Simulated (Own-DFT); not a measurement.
# One host, several defects: zincblende GaAs

Everything here is calculated. The program is Own-DFT (plane waves, in-house, since retired, never reviewed by a person); positions were held fixed, and spin and spin-orbit coupling were off.

Method: PBE; PseudoDojo norm-conserving scalar-relativistic files; cutoff 42 hartree; 3 x 3 x 3 k mesh centred on Gamma; Fermi-Dirac smearing of 0.1 eV.

Caveats (not all hold for every row): not probed for a lower state with spin; forces not confirmed at this smearing and k mesh; stress not checked against mesh or cutoff.

All runs share one cell, with vectors in Å (11.737, 0.000, 0.000); (0.000, 11.737, 0.000); (0.000, 0.000, 10.833) and a volume of 1492.4 Å³, strained against the parent crystal. Atoms were moved at random from their sites; u is the rms move along one axis. The defect's site can differ from row to row.

| cell | formula | u (Å) | P (GPa) |
|---|---|---|---|
| no defect | As32Ga32 | 0.0283 | 1.24 |
| no defect | As32Ga32 | 0.0508 | 1.61 |
| no defect | As32Ga32 | 0.0517 | 1.63 |
| one Al on a Ga site | AlAs32Ga31 | 0.0312 | ? |
| one Al on a Ga site | AlAs32Ga31 | 0.0323 | 1.29 |
| one Al on a Ga site | AlAs32Ga31 | 0.0466 | 1.45 |
| one Al on a Ga site | AlAs32Ga31 | 0.0488 | 1.58 |
| one In on a Ga site | As32Ga31In | 0.0478 | 2.04 |
| one In on a Ga site | As32Ga31In | 0.0482 | 2.06 |
| one In on a Ga site | As32Ga31In | 0.0492 | 2.10 |
| one P on an As site | As31Ga32P | 0.0290 | 1.00 |
| one P on an As site | As31Ga32P | 0.0303 | 1.03 |
| one P on an As site | As31Ga32P | 0.0303 | 1.05 |
| one As vacancy and one Ga vacancy | As31Ga31 | 0.0279 | 0.91 |
| one As vacancy and one Ga vacancy | As31Ga31 | 0.0294 | 0.85 |
| one As vacancy and one Ga vacancy | As31Ga31 | 0.0465 | 1.18 |

## Fit

P = P0 + c u² + a shift for each defect gives P0 = 1.08 GPa, c = 208 ± 15 GPa/Å² and a scatter of 0.03 GPa. The shifts, and each times the cell's volume:

- one In on a Ga site: 0.50 ± 0.03 GPa, 4.6 eV
- one Al on a Ga site: -0.03 ± 0.03 GPa, -0.2 eV (not resolved)
- one P on an As site: -0.24 ± 0.03 GPa, -2.2 eV
- one As vacancy and one Ga vacancy: -0.36 ± 0.03 GPa, -3.4 eV

Positive is outwards. The product with the volume (160.2 GPa Å³ to the eV) is nearly free of the cell's size; divided by the bulk modulus at the cell's pressure it gives the volume that the defect adds. The atoms around the defects weren't relaxed, which would change these numbers.

## Prediction

Asked: what pressure belongs in the blank (one Al on a Ga site, u = 0.0312 Å)?

From the fit: 1.25 ± 0.04 GPa. The run itself gave 1.22 GPa.
